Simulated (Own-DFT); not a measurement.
# Wall times of self-consistent runs

Wall times of single-point runs (energy, forces and, in most, stress) with one build of Own-DFT, an in-house plane-wave density functional program, since retired. Each ran alone on one NVIDIA H200 card, with norm-conserving files, no spin and no use of crystal symmetry. The k points are those left after time reversal, where it was used. Plane waves for each k point are estimated as V (2 E)^(3/2) / (6 π²) in atomic units.

```
      cell  atoms  valence electrons  cutoff (hartree)  volume (Å³)  k mesh  k points  plane waves  time (s)
     In4P4      8                 72                36          202   5x5x5        63        14100       106
   In31P33     64                568                36         1617   3x3x3        14       112600      1128
   Ga31P33     64                568                42         1295   3x3x3        14       113600      1051
   In32P32     64                576                36         1617   3x3x3        14       112600      1071
 Ga31InP32     64                576                42         1295   3x3x3        14       113600       960
Ga8In24P32     64                576                42         1532   3x3x3        14       134400      1303
   In48P46     94                854                36         2426   2x3x3        10       168900      2164
   In47P49     96                856                36         2426   2x3x3        10       168900      2295
  As32In32     64                896                42         1779   3x3x3        14       156100      2647
As32GaIn31     64                896                42         1779   3x3x3        14       156100      2183
 AlGa31P32     64                566                42         1295   3x3x3        14       113600         ?
```

## Worked fit

Take the size N = k points x plane waves x valence electrons. A line through log(time) against log(N) has a slope of 0.93 ± 0.05 and a scatter of a factor 1.16. Part of the scatter may come from the number of self-consistent steps, which isn't shown. Times belong to this build alone.

## Withheld run

Question: how long should the last run take? Its N is 9.01e+08.

The line gives about 1164 s. It took 966 s.
